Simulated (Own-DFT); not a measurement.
Si₂SnGe₁₃ (diamond-structure random alloy, atoms displaced) (calculated)

Computed with Own-DFT development build. A calculation, not a measurement: plane-wave density functional theory by an unreviewed code, no spin, of a simulated periodic cell, stress positive in tension, run twice, with PBE and with PBEsol, both on files made for PBE, so the change isn't that of files made for PBEsol, forces on such cells moved up to 12 meV/angstrom on a denser k mesh; the far tail of each file's local potential was reset to the Coulomb form; each entry is a single point on an unrelaxed cell, so the pressure reflects the starting lattice, mostly measured values (interpolated for alloys), from which strain is counted, and rises with the displacements; printed positions are rounded, which can move forces by about a meV/angstrom; the program, named Own-DFT, is a retired in-house code; no spin-orbit coupling; stress was not checked against mesh or cutoff.

Common to all runs: functional PBE, then PBEsol; potential files PseudoDojo norm-conserving, scalar-relativistic, standard set; wave cutoff 49 hartree; occupations Fermi-Dirac; smearing width 0.1 eV; k mesh 3 x 3 x 3 centred on Gamma.

```yaml
- entry: 1
  formula: Si2SnGe13
  kind: "diamond-structure random alloy, atoms displaced"
  structure:
    cell_angstrom: [[11.3631, 0.0, 0.0], [0.0, 11.3631, 0.0], [0.0, 0.0, 11.3631]]
    atoms_fractional:
      - [Ge, 7.0e-05, 0.99965, 0.99817]
      - [Si, 0.00025, 0.25033, 0.25108]
      - [Si, 0.25177, 0.00531, 0.24983]
      - [Ge, 0.24978, 0.24999, 0.99561]
      - [Ge, 0.1284, 0.12035, 0.12923]
      - [Ge, 0.12084, 0.36914, 0.37826]
      - [Ge, 0.3776, 0.12594, 0.37197]
      - [Ge, 0.3766, 0.3744, 0.13041]
      - [Ge, 0.99571, 0.99704, 0.50327]
      - [Ge, 0.00356, 0.24996, 0.75075]
      - [Ge, 0.25163, 0.00364, 0.75031]
      - [Ge, 0.24564, 0.24939, 0.50398]
      - [Ge, 0.12617, 0.12616, 0.62407]
      - [Ge, 0.1249, 0.37166, 0.87208]
      - [Ge, 0.37438, 0.12444, 0.87453]
      - [Ge, 0.37373, 0.37841, 0.6219]
      - [Ge, 0.99682, 0.49781, 0.99908]
      - [Ge, 0.99896, 0.75357, 0.25246]
      - [Si, 0.25108, 0.50465, 0.25281]
      - [Ge, 0.2526, 0.74617, 0.00181]
      - [Ge, 0.12356, 0.62681, 0.12401]
      - [Si, 0.12876, 0.87512, 0.37851]
      - [Ge, 0.3784, 0.62268, 0.37475]
      - [Ge, 0.37785, 0.87175, 0.12732]
      - [Ge, 0.00194, 0.50167, 0.4999]
      - [Sn, 0.99361, 0.74923, 0.74921]
      - [Ge, 0.24983, 0.50126, 0.74994]
      - [Ge, 0.24984, 0.7464, 0.49765]
      - [Ge, 0.12062, 0.62667, 0.62624]
      - [Ge, 0.12311, 0.87297, 0.87293]
      - [Ge, 0.37663, 0.62084, 0.87688]
      - [Ge, 0.37566, 0.87853, 0.62862]
      - [Ge, 0.49764, 0.00163, 0.99937]
      - [Ge, 0.50097, 0.25058, 0.24783]
      - [Si, 0.74735, 0.99828, 0.25092]
      - [Ge, 0.75185, 0.25389, 0.00101]
      - [Ge, 0.62411, 0.12673, 0.1282]
      - [Ge, 0.6247, 0.37506, 0.37681]
      - [Ge, 0.8729, 0.12437, 0.37544]
      - [Si, 0.87362, 0.37678, 0.12423]
      - [Ge, 0.49984, 0.00098, 0.5007]
      - [Si, 0.4994, 0.24971, 0.75155]
      - [Ge, 0.74351, 0.99725, 0.75018]
      - [Ge, 0.7454, 0.24988, 0.50087]
      - [Ge, 0.62452, 0.12283, 0.62391]
      - [Ge, 0.62155, 0.37933, 0.87615]
      - [Ge, 0.87604, 0.12441, 0.87858]
      - [Ge, 0.87423, 0.37252, 0.62636]
      - [Ge, 0.49757, 0.50243, 0.00361]
      - [Ge, 0.5026, 0.75098, 0.24858]
      - [Ge, 0.75288, 0.50327, 0.24597]
      - [Ge, 0.74733, 0.75237, 0.99667]
      - [Ge, 0.62538, 0.62509, 0.12437]
      - [Ge, 0.62611, 0.87654, 0.37369]
      - [Si, 0.8742, 0.62559, 0.37492]
      - [Ge, 0.87592, 0.87775, 0.12361]
      - [Ge, 0.49836, 0.50056, 0.49777]
      - [Ge, 0.49889, 0.75326, 0.7483]
      - [Ge, 0.75492, 0.5008, 0.75524]
      - [Ge, 0.74882, 0.74928, 0.50344]
      - [Sn, 0.62922, 0.62226, 0.62599]
      - [Ge, 0.62565, 0.87522, 0.87497]
      - [Sn, 0.87695, 0.62567, 0.87418]
      - [Sn, 0.87627, 0.8796, 0.626]
  results:
    "PBE_pressure [GPa]": 4.44
    "PBE_stress_xx [GPa]": -4.4
    "PBE_stress_yy [GPa]": -4.48
    "PBE_stress_zz [GPa]": -4.45
    "PBE_stress_yz [GPa]": 0.76
    "PBE_stress_xz [GPa]": -0.16
    "PBE_stress_xy [GPa]": -0.01
    "PBEsol_pressure [GPa]": 1.6
    "PBEsol_stress_xx [GPa]": -1.56
    "PBEsol_stress_yy [GPa]": -1.64
    "PBEsol_stress_zz [GPa]": -1.61
    "PBEsol_stress_yz [GPa]": 0.73
    "PBEsol_stress_xz [GPa]": -0.15
    "PBEsol_stress_xy [GPa]": -0.02
    force_element: [Ge, Si, Si, Ge, Ge, Ge, Ge, Ge, Ge, Ge, Ge, Ge, Ge, Ge, Ge, Ge, Ge, Ge, Si, Ge, Ge, Si, Ge, Ge, Ge, Sn, Ge, Ge, Ge, Ge, Ge, Ge, Ge, Ge, Si, Ge, Ge, Ge, Ge, Si, Ge, Si, Ge, Ge, Ge, Ge, Ge, Ge, Ge, Ge, Ge, Ge, Ge, Ge, Si, Ge, Ge, Ge, Ge, Ge, Sn, Ge, Sn, Sn]
    "PBE_force_x [eV/angstrom]": [0.385, -0.512, 0.092, 0.099, -0.511, 0.472, -0.536, -0.871, 2.274, -0.605, -0.485, 0.797, -0.43, 0.087, 0.392, 0.221, 1.224, 0.165, -0.481, -0.191, 0.088, -0.088, -0.406, -0.687, -0.754, 3.475, -0.148, 0.117, 1.512, 1.437, -0.134, -0.412, 0.372, 0.178, 0.347, -0.234, 0.512, 0.038, 0.054, 0.607, -0.09, -0.004, -0.204, 0.506, -0.497, 0.038, -0.36, 0.141, 0.192, 0.066, 0.182, -0.426, 0.044, 0.095, 0.113, -0.586, -0.326, -0.528, -0.73, 0.659, -0.847, -0.78, -1.716, -2.408]
    "PBE_force_y [eV/angstrom]": [-0.001, -0.073, -1.258, -0.038, 0.756, 0.755, 0.069, 0.481, 1.707, -0.408, -0.338, 0.023, -0.52, 0.636, 0.491, -0.659, -1.175, -0.124, -0.686, 0.437, -0.508, 0.551, 0.327, 0.727, -0.137, 0.616, -0.06, 0.479, -0.97, 0.851, 0.644, -0.313, -0.191, 0.089, 0.324, -0.046, -0.458, 0.241, 0.061, -0.455, -0.183, 0.191, 1.449, -0.08, 0.617, -0.541, 0.183, 0.201, -0.449, -0.253, -0.328, 0.581, 0.32, -0.106, 0.186, 0.008, -0.838, 0.17, -2.421, 0.312, -0.257, 0.11, -1.445, 0.727]
    "PBE_force_z [eV/angstrom]": [0.355, -0.493, 0.596, 0.856, -0.326, -0.747, 0.334, -0.36, -2.136, -0.219, 0.05, -0.624, 0.218, 0.36, -0.199, 0.588, 1.294, 0.354, -0.108, -0.286, 0.521, -0.546, -0.475, -0.051, -0.234, -0.351, -0.106, 0.327, -0.999, 1.01, -0.367, -0.627, 0.257, 0.545, -0.24, 0.159, -0.337, -0.591, -0.49, 0.445, -0.297, -0.359, 0.998, 0.042, 0.584, -0.169, -0.563, -0.107, 0.131, 0.413, 0.588, 1.314, -0.152, 0.176, 0.105, 0.331, -0.433, 1.032, -0.587, -2.536, 0.338, 0.169, 2.671, -1.043]
    "PBEsol_force_x [eV/angstrom]": [0.364, -0.467, 0.124, 0.096, -0.502, 0.468, -0.479, -0.8, 2.171, -0.58, -0.466, 0.761, -0.41, 0.085, 0.34, 0.18, 1.215, 0.157, -0.467, -0.187, 0.064, -0.118, -0.356, -0.629, -0.697, 3.393, -0.144, 0.14, 1.468, 1.388, -0.135, -0.389, 0.36, 0.171, 0.337, -0.259, 0.456, 0.027, 0.051, 0.556, -0.08, -0.006, -0.2, 0.49, -0.452, 0.076, -0.342, 0.139, 0.192, 0.064, 0.108, -0.415, 0.036, 0.053, 0.109, -0.533, -0.32, -0.507, -0.712, 0.61, -0.818, -0.749, -1.68, -2.351]
    "PBEsol_force_y [eV/angstrom]": [-0.007, -0.105, -1.195, -0.044, 0.739, 0.735, 0.098, 0.437, 1.687, -0.39, -0.326, 0.03, -0.496, 0.61, 0.441, -0.609, -1.099, -0.121, -0.667, 0.416, -0.457, 0.503, 0.346, 0.668, -0.164, 0.602, -0.061, 0.429, -0.95, 0.832, 0.624, -0.3, -0.189, 0.085, 0.316, -0.075, -0.408, 0.228, 0.057, -0.411, -0.174, 0.187, 1.395, -0.081, 0.561, -0.489, 0.175, 0.2, -0.431, -0.244, -0.309, 0.566, 0.31, -0.14, 0.184, -0.023, -0.813, 0.172, -2.345, 0.332, -0.239, 0.106, -1.418, 0.707]
    "PBEsol_force_z [eV/angstrom]": [0.339, -0.443, 0.548, 0.819, -0.385, -0.649, 0.352, -0.378, -2.035, -0.212, 0.045, -0.6, 0.218, 0.342, -0.162, 0.543, 1.216, 0.274, -0.105, -0.275, 0.469, -0.501, -0.421, -0.079, -0.188, -0.344, -0.105, 0.351, -0.972, 0.982, -0.347, -0.599, 0.247, 0.526, -0.232, 0.12, -0.352, -0.568, -0.408, 0.398, -0.284, -0.352, 0.963, 0.041, 0.534, -0.13, -0.54, -0.095, 0.12, 0.395, 0.564, 1.268, -0.146, 0.205, 0.103, 0.285, -0.425, 1.003, -0.573, -2.428, 0.329, 0.155, 2.594, -1.015]
    "rms_change_of_force_components_from_PBE_to_PBEsol [eV/angstrom]": 0.036
- entry: 2
  formula: Si2SnGe13
  kind: "diamond-structure random alloy, atoms displaced"
  structure:
    cell_angstrom: [[11.3631, 0.0, 0.0], [0.0, 11.3631, 0.0], [0.0, 0.0, 11.3631]]
    atoms_fractional:
      - [Ge, 0.99845, 0.99154, 0.99882]
      - [Ge, 0.00461, 0.24701, 0.24918]
      - [Ge, 0.24935, 0.99863, 0.25276]
      - [Ge, 0.24602, 0.24768, 0.00144]
      - [Ge, 0.12644, 0.12561, 0.12695]
      - [Ge, 0.13009, 0.3748, 0.37348]
      - [Ge, 0.37783, 0.12779, 0.37474]
      - [Ge, 0.3732, 0.37752, 0.12543]
      - [Ge, 0.00136, 0.99532, 0.50177]
      - [Ge, 0.00116, 0.24658, 0.74933]
      - [Ge, 0.25585, 0.99896, 0.75076]
      - [Si, 0.25222, 0.25517, 0.5041]
      - [Ge, 0.1224, 0.12633, 0.6258]
      - [Ge, 0.12355, 0.37754, 0.8709]
      - [Ge, 0.37497, 0.127, 0.87517]
      - [Ge, 0.37023, 0.37425, 0.62819]
      - [Ge, 0.99982, 0.5011, 0.99598]
      - [Si, 0.00119, 0.74835, 0.25224]
      - [Sn, 0.25276, 0.49881, 0.24412]
      - [Ge, 0.25279, 0.75119, 0.99377]
      - [Ge, 0.12688, 0.62744, 0.11957]
      - [Ge, 0.1281, 0.87453, 0.3725]
      - [Ge, 0.37493, 0.62501, 0.37614]
      - [Ge, 0.37387, 0.87233, 0.12491]
      - [Ge, 0.00049, 0.49761, 0.49677]
      - [Ge, 0.00071, 0.74995, 0.74913]
      - [Ge, 0.24952, 0.49883, 0.7516]
      - [Ge, 0.25409, 0.75193, 0.50218]
      - [Si, 0.12109, 0.62451, 0.6247]
      - [Ge, 0.1248, 0.87139, 0.8769]
      - [Ge, 0.37551, 0.62497, 0.87421]
      - [Ge, 0.37374, 0.87382, 0.62323]
      - [Ge, 0.49997, 0.00094, 0.99914]
      - [Si, 0.49616, 0.25238, 0.25128]
      - [Sn, 0.75045, 0.99725, 0.25134]
      - [Ge, 0.74642, 0.25311, 0.00087]
      - [Ge, 0.62561, 0.12898, 0.12671]
      - [Ge, 0.62052, 0.37582, 0.37461]
      - [Si, 0.87954, 0.12842, 0.37905]
      - [Ge, 0.87882, 0.37225, 0.12986]
      - [Ge, 0.49959, 0.99841, 0.49828]
      - [Sn, 0.50043, 0.25149, 0.75191]
      - [Si, 0.75527, 0.9998, 0.7483]
      - [Ge, 0.74978, 0.25583, 0.50155]
      - [Ge, 0.62162, 0.13135, 0.62389]
      - [Ge, 0.62032, 0.37498, 0.87535]
      - [Ge, 0.87478, 0.12735, 0.87396]
      - [Ge, 0.87105, 0.37552, 0.6297]
      - [Ge, 0.49644, 0.49994, 0.00251]
      - [Ge, 0.49934, 0.75087, 0.24366]
      - [Ge, 0.74858, 0.5033, 0.24634]
      - [Ge, 0.75532, 0.75147, 0.99877]
      - [Ge, 0.62387, 0.62335, 0.12565]
      - [Ge, 0.62392, 0.87811, 0.37609]
      - [Ge, 0.87517, 0.62637, 0.37464]
      - [Ge, 0.87274, 0.87495, 0.12601]
      - [Ge, 0.50389, 0.50036, 0.50106]
      - [Si, 0.50161, 0.74695, 0.74845]
      - [Ge, 0.74799, 0.49864, 0.74086]
      - [Sn, 0.74766, 0.75156, 0.49574]
      - [Ge, 0.62531, 0.62384, 0.62259]
      - [Si, 0.62163, 0.87515, 0.87401]
      - [Ge, 0.8745, 0.62829, 0.87399]
      - [Ge, 0.87365, 0.87745, 0.62684]
  results:
    "PBE_pressure [GPa]": 4.24
    "PBE_stress_xx [GPa]": -4.21
    "PBE_stress_yy [GPa]": -4.26
    "PBE_stress_zz [GPa]": -4.25
    "PBE_stress_yz [GPa]": -0.44
    "PBE_stress_xz [GPa]": 0.57
    "PBE_stress_xy [GPa]": 0.46
    "PBEsol_pressure [GPa]": 1.4
    "PBEsol_stress_xx [GPa]": -1.37
    "PBEsol_stress_yy [GPa]": -1.42
    "PBEsol_stress_zz [GPa]": -1.41
    "PBEsol_stress_yz [GPa]": -0.42
    "PBEsol_stress_xz [GPa]": 0.54
    "PBEsol_stress_xy [GPa]": 0.43
    force_element: [Ge, Ge, Ge, Ge, Ge, Ge, Ge, Ge, Ge, Ge, Ge, Si, Ge, Ge, Ge, Ge, Ge, Si, Sn, Ge, Ge, Ge, Ge, Ge, Ge, Ge, Ge, Ge, Si, Ge, Ge, Ge, Ge, Si, Sn, Ge, Ge, Ge, Si, Ge, Ge, Sn, Si, Ge, Ge, Ge, Ge, Ge, Ge, Ge, Ge, Ge, Ge, Ge, Ge, Ge, Ge, Si, Ge, Sn, Ge, Si, Ge, Ge]
    "PBE_force_x [eV/angstrom]": [0.127, -0.375, 0.444, 0.292, -0.291, -0.809, -0.523, 1.615, -0.11, -0.306, -0.852, -0.418, 1.004, -0.016, -0.964, -0.295, -0.217, 0.063, -0.819, -0.108, -1.153, -0.534, 1.066, -0.079, 0.02, 0.109, -0.385, -0.972, 0.485, 0.262, 0.361, 0.854, 0.102, 0.313, 0.439, 0.507, -1.225, 0.38, 0.321, -0.291, -0.041, -0.644, -1.179, 0.181, 1.75, 1.594, -0.301, 1.014, 0.356, 0.124, 0.274, -1.215, 0.21, -2.275, 1.15, 1.639, -0.99, 0.063, -0.217, 0.375, -1.014, 0.631, -0.162, 0.657]
    "PBE_force_y [eV/angstrom]": [1.044, -0.011, 0.43, 0.487, -0.939, -1.113, 0.243, -2.3, 0.713, 0.571, 0.156, -0.71, -0.281, -0.523, -1.103, 1.08, -0.067, 0.112, 1.166, -0.13, 0.983, -0.535, 0.8, 0.565, 0.129, -0.134, 0.776, -0.761, -0.022, 0.399, 0.094, -0.055, -0.124, -0.004, 1.593, 0.037, 0.66, -0.135, 0.303, 0.399, 0.469, -0.076, 0.308, -0.615, -2.035, 1.696, -0.603, -0.291, 0.075, -0.128, -0.576, 0.064, 0.473, -0.354, -0.943, -1.521, -0.14, 0.403, 0.495, 0.024, -0.254, -0.025, -0.636, 0.398]
    "PBE_force_z [eV/angstrom]": [0.202, 0.882, -0.359, -0.364, -0.397, 1.106, 0.317, -1.349, -0.411, 0.135, 0.1, -0.441, -0.496, 0.462, 1.143, -1.244, 0.366, -0.59, 0.93, 0.536, -0.387, 0.318, 0.567, -0.347, 0.506, -0.254, -0.551, -0.106, -0.139, -0.727, -0.391, 0.614, 0.088, -0.426, 0.494, -0.036, -0.455, -0.475, 0.517, -0.599, 0.355, -0.232, 0.391, -0.582, -0.904, 1.067, 0.263, -0.675, -0.294, 1.009, 0.544, -0.151, -0.688, -0.529, -1.192, -0.486, 0.069, 0.2, 1.629, 0.714, 1.052, -0.501, -0.512, 0.716]
    "PBEsol_force_x [eV/angstrom]": [0.123, -0.326, 0.424, 0.285, -0.277, -0.82, -0.508, 1.538, -0.079, -0.296, -0.823, -0.408, 0.937, -0.015, -0.937, -0.253, -0.199, 0.061, -0.793, -0.111, -1.085, -0.48, 1.037, -0.073, -0.012, 0.07, -0.344, -0.905, 0.473, 0.253, 0.309, 0.793, 0.064, 0.309, 0.386, 0.49, -1.159, 0.397, 0.318, -0.288, -0.039, -0.627, -1.116, 0.138, 1.673, 1.543, -0.258, 0.964, 0.34, 0.117, 0.261, -1.138, 0.201, -2.205, 1.077, 1.56, -0.947, 0.024, -0.207, 0.366, -0.953, 0.618, -0.148, 0.682]
    "PBEsol_force_y [eV/angstrom]": [1.007, 0.021, 0.412, 0.469, -0.898, -1.048, 0.167, -2.19, 0.662, 0.551, 0.155, -0.694, -0.298, -0.504, -1.077, 1.084, -0.063, 0.111, 1.128, -0.133, 0.923, -0.479, 0.78, 0.543, 0.1, -0.099, 0.71, -0.7, -0.022, 0.38, 0.059, -0.024, -0.085, -0.004, 1.505, 0.028, 0.613, -0.09, 0.298, 0.389, 0.456, -0.073, 0.334, -0.562, -1.94, 1.637, -0.55, -0.281, 0.07, -0.129, -0.554, 0.034, 0.455, -0.341, -0.945, -1.452, -0.133, 0.353, 0.476, 0.017, -0.292, -0.016, -0.605, 0.354]
    "PBEsol_force_z [eV/angstrom]": [0.196, 0.814, -0.346, -0.353, -0.377, 1.036, 0.314, -1.336, -0.365, 0.135, 0.098, -0.431, -0.445, 0.446, 1.11, -1.16, 0.348, -0.579, 0.899, 0.521, -0.408, 0.34, 0.549, -0.335, 0.458, -0.206, -0.499, -0.136, -0.133, -0.696, -0.34, 0.557, 0.115, -0.418, 0.437, -0.032, -0.477, -0.415, 0.509, -0.584, 0.335, -0.228, 0.35, -0.524, -0.904, 1.037, 0.275, -0.657, -0.283, 0.975, 0.529, -0.117, -0.655, -0.512, -1.126, -0.508, 0.059, 0.158, 1.564, 0.691, 0.982, -0.42, -0.487, 0.656]
    "rms_change_of_force_components_from_PBE_to_PBEsol [eV/angstrom]": 0.039
- entry: 3
  formula: Si2SnGe13
  kind: "diamond-structure random alloy, atoms displaced"
  structure:
    cell_angstrom: [[11.3631, 0.0, 0.0], [0.0, 11.3631, 0.0], [0.0, 0.0, 11.3631]]
    atoms_fractional:
      - [Ge, 0.00143, 0.00377, 0.99786]
      - [Ge, 0.99734, 0.2455, 0.25267]
      - [Ge, 0.25317, 0.003, 0.2462]
      - [Si, 0.25144, 0.25034, 0.99952]
      - [Ge, 0.12514, 0.12537, 0.1248]
      - [Ge, 0.12694, 0.3733, 0.3722]
      - [Ge, 0.37503, 0.12358, 0.37404]
      - [Si, 0.37171, 0.37768, 0.12901]
      - [Si, 8.0e-05, 0.00012, 0.50381]
      - [Ge, 0.99634, 0.24961, 0.74655]
      - [Ge, 0.24763, 0.00163, 0.74589]
      - [Ge, 0.2515, 0.25199, 0.50171]
      - [Ge, 0.12554, 0.12936, 0.62374]
      - [Ge, 0.12718, 0.37961, 0.87436]
      - [Ge, 0.37345, 0.12476, 0.87356]
      - [Ge, 0.37594, 0.37698, 0.62676]
      - [Ge, 0.00157, 0.50134, 0.00209]
      - [Ge, 0.00573, 0.74987, 0.24916]
      - [Ge, 0.2488, 0.50072, 0.24947]
      - [Sn, 0.25598, 0.75096, 0.99876]
      - [Ge, 0.12602, 0.62934, 0.12695]
      - [Ge, 0.12526, 0.87572, 0.37044]
      - [Ge, 0.37622, 0.62471, 0.37602]
      - [Si, 0.37591, 0.87588, 0.12195]
      - [Ge, 0.99894, 0.49785, 0.49897]
      - [Ge, 0.0011, 0.75076, 0.75108]
      - [Ge, 0.25399, 0.49897, 0.74701]
      - [Sn, 0.2559, 0.75679, 0.5045]
      - [Ge, 0.12855, 0.62327, 0.62319]
      - [Ge, 0.12703, 0.87868, 0.87441]
      - [Ge, 0.37549, 0.62399, 0.87759]
      - [Si, 0.37696, 0.87331, 0.62453]
      - [Ge, 0.50267, 0.99514, 0.99586]
      - [Ge, 0.50496, 0.24998, 0.24835]
      - [Ge, 0.75221, 0.99341, 0.24996]
      - [Si, 0.74925, 0.24894, 0.99898]
      - [Ge, 0.61969, 0.12666, 0.12042]
      - [Si, 0.62755, 0.37323, 0.37396]
      - [Ge, 0.87504, 0.12302, 0.37212]
      - [Ge, 0.87642, 0.3764, 0.12406]
      - [Sn, 0.49773, 0.00098, 0.50127]
      - [Ge, 0.50123, 0.25129, 0.74912]
      - [Ge, 0.74751, 0.99832, 0.75426]
      - [Ge, 0.75185, 0.25398, 0.49929]
      - [Ge, 0.62892, 0.12184, 0.62631]
      - [Ge, 0.62485, 0.37546, 0.87701]
      - [Ge, 0.8761, 0.12822, 0.87507]
      - [Sn, 0.87341, 0.37676, 0.62395]
      - [Ge, 0.50029, 0.49401, 0.99872]
      - [Ge, 0.49921, 0.7503, 0.25039]
      - [Ge, 0.74965, 0.49941, 0.24964]
      - [Ge, 0.74923, 0.75009, 0.00461]
      - [Ge, 0.62485, 0.62919, 0.12383]
      - [Ge, 0.63004, 0.87266, 0.37301]
      - [Ge, 0.87053, 0.62952, 0.3765]
      - [Ge, 0.87836, 0.87477, 0.12643]
      - [Ge, 0.5009, 0.49583, 0.4977]
      - [Ge, 0.5011, 0.75178, 0.74971]
      - [Ge, 0.74826, 0.49974, 0.75039]
      - [Ge, 0.75137, 0.74774, 0.49622]
      - [Ge, 0.62139, 0.62375, 0.62325]
      - [Ge, 0.62307, 0.87611, 0.87969]
      - [Si, 0.87587, 0.61833, 0.87494]
      - [Ge, 0.87462, 0.87842, 0.62484]
  results:
    "PBE_pressure [GPa]": 4.17
    "PBE_stress_xx [GPa]": -4.17
    "PBE_stress_yy [GPa]": -4.15
    "PBE_stress_zz [GPa]": -4.18
    "PBE_stress_yz [GPa]": -0.3
    "PBE_stress_xz [GPa]": 0.24
    "PBE_stress_xy [GPa]": -0.06
    "PBEsol_pressure [GPa]": 1.34
    "PBEsol_stress_xx [GPa]": -1.34
    "PBEsol_stress_yy [GPa]": -1.32
    "PBEsol_stress_zz [GPa]": -1.35
    "PBEsol_stress_yz [GPa]": -0.29
    "PBEsol_stress_xz [GPa]": 0.22
    "PBEsol_stress_xy [GPa]": -0.07
    force_element: [Ge, Ge, Ge, Si, Ge, Ge, Ge, Si, Si, Ge, Ge, Ge, Ge, Ge, Ge, Ge, Ge, Ge, Ge, Sn, Ge, Ge, Ge, Si, Ge, Ge, Ge, Sn, Ge, Ge, Ge, Si, Ge, Ge, Ge, Si, Ge, Si, Ge, Ge, Sn, Ge, Ge, Ge, Ge, Ge, Ge, Sn, Ge, Ge, Ge, Ge, Ge, Ge, Ge, Ge, Ge, Ge, Ge, Ge, Ge, Ge, Si, Ge]
    "PBE_force_x [eV/angstrom]": [-0.144, 0.392, -0.065, 0.025, 0.28, -0.319, -0.785, 0.245, 0.154, 1.434, 0.526, 0.106, -0.387, 0.068, 0.011, 0.277, -0.068, -0.928, 0.239, -0.782, -0.525, -0.574, 0.607, 1.259, 1.207, -0.296, -0.327, -0.926, -1.091, -0.9, 1.424, 0.506, -1.135, -0.803, -0.29, 0.122, 1.082, -0.081, -0.121, -0.35, 0.639, 0.137, 0.449, -1.358, 0.599, 0.396, -0.479, 0.067, -0.359, -0.12, -0.237, 0.82, -0.434, -0.108, 1.067, 0.251, 0.192, -0.334, -0.789, -0.395, 0.384, 0.689, -0.21, 0.062]
    "PBE_force_y [eV/angstrom]": [-0.276, 0.514, -0.472, 0.394, 0.484, 0.008, 1.429, -0.687, 0.229, -0.536, -0.255, 0.022, -0.518, -0.835, 0.154, -0.411, 0.226, -0.016, 0.016, 0.419, -1.156, 1.273, -0.774, 1.049, 1.378, -0.494, 0.457, -0.733, -0.577, 0.513, -1.325, 0.918, 0.733, 0.671, 0.909, 0.269, -0.473, 0.055, -0.467, -0.638, -0.645, -0.278, 0.161, -1.551, 1.347, -0.575, -0.109, 0.217, 0.486, 0.284, 0.11, -0.249, -0.798, -0.548, -0.787, -0.024, -0.101, -0.052, 1.201, 0.515, 0.176, -0.819, 0.899, -0.338]
    "PBE_force_z [eV/angstrom]": [0.189, -0.525, -0.2, 0.36, -0.344, 0.249, -0.95, -0.62, -0.679, 1.356, -0.129, -0.384, -0.248, 0.111, 0.194, -0.323, -0.243, 0.35, -0.01, 0.302, 0.303, 0.093, -0.772, 1.384, -1.229, 0.13, 0.435, -0.897, 0.725, -0.752, -1.571, 2.7, 0.734, 0.285, -0.47, 0.158, -0.029, -0.027, 0.941, -0.047, -0.085, 0.113, 0.031, -1.372, 0.601, -0.107, 0.172, 0.277, 0.798, -0.354, 0.126, -0.864, 0.194, -0.315, -0.657, -0.414, -0.328, 0.06, 1.113, 0.998, 0.015, -0.637, 0.124, -0.038]
    "PBEsol_force_x [eV/angstrom]": [-0.134, 0.38, -0.099, -0.008, 0.237, -0.312, -0.764, 0.273, 0.15, 1.39, 0.482, 0.099, -0.342, 0.039, 0.042, 0.264, -0.035, -0.893, 0.198, -0.805, -0.515, -0.528, 0.592, 1.24, 1.172, -0.254, -0.32, -0.952, -1.053, -0.875, 1.383, 0.498, -1.06, -0.779, -0.272, 0.118, 1.01, -0.076, -0.14, -0.307, 0.664, 0.131, 0.433, -1.281, 0.578, 0.344, -0.427, 0.064, -0.315, -0.079, -0.194, 0.757, -0.414, -0.095, 1.026, 0.233, 0.149, -0.295, -0.799, -0.382, 0.373, 0.66, -0.204, 0.028]
    "PBEsol_force_y [eV/angstrom]": [-0.27, 0.494, -0.426, 0.349, 0.432, 0.009, 1.383, -0.636, 0.224, -0.522, -0.216, 0.021, -0.469, -0.775, 0.115, -0.396, 0.185, -0.008, 0.052, 0.357, -1.122, 1.202, -0.746, 1.033, 1.336, -0.447, 0.441, -0.779, -0.56, 0.504, -1.287, 0.903, 0.735, 0.583, 0.869, 0.264, -0.487, 0.051, -0.417, -0.584, -0.582, -0.267, 0.159, -1.535, 1.31, -0.52, -0.14, 0.202, 0.506, 0.239, 0.143, -0.215, -0.761, -0.539, -0.76, -0.021, -0.058, -0.083, 1.126, 0.497, 0.167, -0.781, 0.877, -0.36]
    "PBEsol_force_z [eV/angstrom]": [0.186, -0.508, -0.159, 0.315, -0.3, 0.249, -0.921, -0.572, -0.666, 1.311, -0.089, -0.369, -0.205, 0.078, 0.149, -0.312, -0.203, 0.333, 0.026, 0.247, 0.302, 0.056, -0.747, 1.358, -1.186, 0.097, 0.419, -0.932, 0.706, -0.737, -1.527, 2.656, 0.675, 0.269, -0.446, 0.153, -0.002, -0.022, 0.879, -0.015, -0.125, 0.111, 0.022, -1.296, 0.587, -0.139, 0.131, 0.264, 0.732, -0.313, 0.091, -0.799, 0.189, -0.311, -0.63, -0.394, -0.279, 0.091, 1.045, 0.951, 0.015, -0.612, 0.122, -0.002]
    "rms_change_of_force_components_from_PBE_to_PBEsol [eV/angstrom]": 0.035
```
